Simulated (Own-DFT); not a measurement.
# A pressure from energies alone: corundum Al2O3, 78 atoms (Al32O46), with two O vacancies

All values are computed. Each geometry was run twice at fixed positions with Own-DFT, a retired in-house plane-wave program that no person has reviewed: with PBE, and with HSE06 (exact exchange share 0.25 at short range, screening 0.11 per bohr, Gygi-Baldereschi treatment of its divergence). Both used PseudoDojo norm-conserving files made for PBE, a cutoff of 48 hartree, the Gamma point alone, fixed occupations, a neutral cell and no spin. With Gamma alone and a thickness of 7.9 Å, finite-size errors remain in every number. The oxygen file's force components were 24 meV/Å off all-electron values in a glass.

Unstrained cell vectors in Å: (5.494, 0.000, 8.660); (-2.747, 4.758, 8.660); (-2.747, -4.758, 8.660), volume V0 = 679.1 Å³, from measured lattice constants. Each geometry has its own random strain of a few per cent, its own defect sites and random moves of rms u per axis. HSE06 gave the energy alone. D is its energy less that of PBE, over the lowest D shown. The PBE stress wasn't checked against mesh or cutoff.

```
run  V - V0 (Å³)   u (Å)  P with PBE (GPa)  D (eV)
  1        -16.5  0.0293             13.36   0.000
  2         -5.3  0.0311              8.98   0.464
  3          4.5  0.0328              6.02   0.810
  4          0.3  0.0321              7.05   0.659
  5         -4.8  0.0304              9.17   0.451
  6         -0.3  0.0500              9.62   0.716
  7          7.1  0.0481              5.41   1.083
  8         -9.8  0.0485             12.22   0.345
  9        -18.7  0.0508             18.29   0.050
 10         -2.7  0.0538             10.56   0.671
 11        -10.4  0.0293             11.04   0.290
 12          9.3  0.0530              6.02   1.139
 13        -13.5  0.0485             13.24       ?
```

## Worked fit

D = 0.59 + 0.0388 (V - V0) + 65 u² eV, with an error of 0.0011 on the volume slope, 11 on the last term and a scatter of 0.03 eV. Pressure is -dE/dV, and 1 eV/Å³ is 160.2 GPa, so HSE06 changes the pressure by -6.2 ± 0.2 GPa. With the ions held to the strained lattice, the PBE pressure falls by 285 ± 15 GPa per unit of volume strain; the shape of the strain isn't fitted, so the true error is larger, and a relaxed crystal would be softer. On that slope HSE06's volume at a given pressure is about 2.2 % smaller, or 0.7 % in lengths. At u = 0 and V0 the PBE pressure is 5.6 GPa, which puts the zero-pressure volume, against the measured cell and with the defects in, at +2.0 % for PBE and -0.2 % for HSE06, each good to a few tenths of a per cent.

## Prediction

The question: what D should run 13 give?

Estimate: 0.22 eV, with rows scattering by 0.03. DFT gave 0.307 eV.
